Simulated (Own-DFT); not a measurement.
# Response to strain: wurtzite AlN, 128 atoms (Al64N64)

These are calculations, not measurements. The program, named Own-DFT, is a retired in-house plane-wave density functional code that no person has reviewed. Each row is one single-point run on a periodic cell that was not relaxed, without spin or spin-orbit coupling.

Settings of every run: PBE; PseudoDojo norm-conserving scalar-relativistic files; cutoff 42 hartree; 3 x 3 x 3 k mesh centred on Gamma; Gaussian smearing of 0.01 eV.

Known limits: k mesh not checked against a denser one; stress not checked against mesh or cutoff.

Unstrained cell vectors in Å: (12.448, 0.000, 0.000); (-6.224, 10.780, 0.000); (0.000, 0.000, 9.964). The unstrained cell has measured lattice constants (interpolated for alloys), not those of this functional. That, the random moves and any unrelaxed bonds set the pressure at no strain. Each run strains this cell uniformly, with the atoms carried along. Every atom was also moved at random, by a Gaussian of width 0.05 Å on each axis. Strain is the symmetric tensor, in per cent. Stress is positive in tension, and the pressure is minus a third of its trace.

| run | e_xx (%) | e_yy (%) | e_zz (%) | e_yz (%) | e_xz (%) | e_xy (%) | s_xx (GPa) | s_yy (GPa) | s_zz (GPa) | s_yz (GPa) | s_xz (GPa) | s_xy (GPa) | P (GPa) | E (meV/atom) |
|---|---|---|---|---|---|---|---|---|---|---|---|---|---|---|
| 1 | -0.96 | -1.91 | 1.21 | -0.85 | -1.10 | 1.20 | -13.92 | -15.35 | -1.14 | -2.17 | -3.28 | 5.23 | 10.14 | 34.2 |
| 2 | 0.40 | 1.49 | 0.60 | -0.98 | 1.03 | -0.42 | -3.23 | 0.87 | -1.47 | -2.46 | 2.79 | -1.32 | 1.28 | 22.3 |
| 3 | 1.45 | -0.97 | 1.84 | -1.94 | 1.71 | 0.44 | 0.43 | -5.89 | 2.12 | -4.75 | 4.48 | 2.74 | 1.12 | 8.2 |
| 4 | -1.69 | 0.57 | 0.64 | 0.51 | -1.19 | 0.68 | -12.56 | -5.11 | -3.16 | 1.31 | -3.00 | 2.72 | 6.94 | 19.5 |
| 5 | 1.59 | -1.96 | 0.92 | 1.32 | -0.67 | 1.84 | -0.37 | -13.63 | -1.16 | 3.17 | -1.99 | 5.76 | 5.05 | 27.2 |
| 6 | 0.39 | 1.60 | -0.22 | -0.87 | 0.87 | -0.52 | -5.19 | 2.14 | -4.13 | -2.23 | 2.93 | -2.44 | 2.39 | 13.6 |
| 7 | 0.80 | -0.89 | 0.34 | -0.71 | 1.75 | 1.13 | -2.95 | -7.54 | -5.66 | -1.21 | 4.23 | 3.53 | 5.38 | 16.4 |
| 8 | -0.71 | -1.72 | 0.55 | 0.06 | 1.21 | 0.62 | -12.76 | -14.07 | -3.82 | 0.13 | 2.74 | 3.20 | 10.22 | 24.6 |
| 9 | 1.54 | 1.53 | 1.64 | -0.09 | -0.40 | 0.23 | 4.65 | 2.60 | 3.08 | -0.36 | -1.31 | -0.05 | -3.44 | 3.1 |
| 10 | -1.72 | -1.54 | 1.52 | 1.85 | -0.75 | -0.29 | -15.53 | -16.46 | -0.54 | 6.21 | -1.58 | -3.25 | 10.85 | 43.7 |
| 11 | 1.21 | 0.85 | 1.13 | 1.57 | 1.65 | 1.64 | 1.27 | -0.12 | 0.59 | 3.75 | 4.44 | 5.40 | -0.58 | 6.1 |
| 12 | 0.96 | -1.68 | 0.78 | -1.00 | -1.92 | 0.48 | -4.72 | -11.05 | -1.80 | -2.12 | -5.51 | 1.07 | 5.86 | 19.9 |
| 13 | -1.25 | 1.73 | 0.46 | 0.62 | -1.73 | 1.80 | -9.60 | 0.94 | -3.39 | 1.34 | -3.95 | 5.98 | 4.02 | 20.4 |
| 14 | 0.41 | 0.22 | 0.86 | -1.46 | -1.77 | 0.61 | -2.15 | -4.55 | -1.18 | -3.31 | -3.64 | 1.30 | 2.63 | 16.6 |
| 15 | 1.08 | 0.20 | 1.24 | 1.92 | -0.20 | -0.25 | 0.22 | -2.27 | 0.72 | 4.61 | -1.04 | -0.96 | 0.44 | 0.0 |
| 16 | 1.55 | -1.87 | -1.43 | -0.99 | 0.09 | -0.06 | ? | ? | ? | ? | ? | ? | ? | ? |

E is the free energy for each atom above the lowest run shown.

## Worked fit

Each stress component was fitted by least squares to a constant and the strains of the runs shown, as fractions, with shears doubled. Shear strains stay in the fit of a normal stress only where such slopes are resolved. The slopes, in GPa:

```
stress  at no strain  per e_xx  per e_yy  per e_zz  scatter
  s_xx          -7.4  474 ± 24  143 ± 21  156 ± 55     1.05
  s_yy          -5.5  153 ± 25  444 ± 21  -12 ± 56     1.07
  s_zz          -5.0   48 ± 16   51 ± 14  402 ± 37     0.71
```

Each shear stress against twice its own strain: yz 126 ± 5, xz 129 ± 5, xy 192 ± 16 GPa. These are stiffnesses along x, y and z of the frame in which the cell vectors are given, which need not be the crystal's axes. The atoms are held to the strained lattice; where symmetry lets them move under strain, relaxing them would lower some slopes. The table should be nearly symmetric about its diagonal, and what it lacks of that shows the noise. A ninth of its sum, 207 ± 5 GPa, estimates the bulk modulus near the mean pressure of these runs, 4.2 GPa, so it lies above the value at zero pressure.

## Withheld run

Question: what normal stresses and pressure should run 16 give?

The fit gives s_xx = -4.9, s_yy = -11.3, s_zz = -11.0 and P = 9.1 GPa. The calculation gave -2.74, -14.47, -10.44 and P = 9.22 GPa.
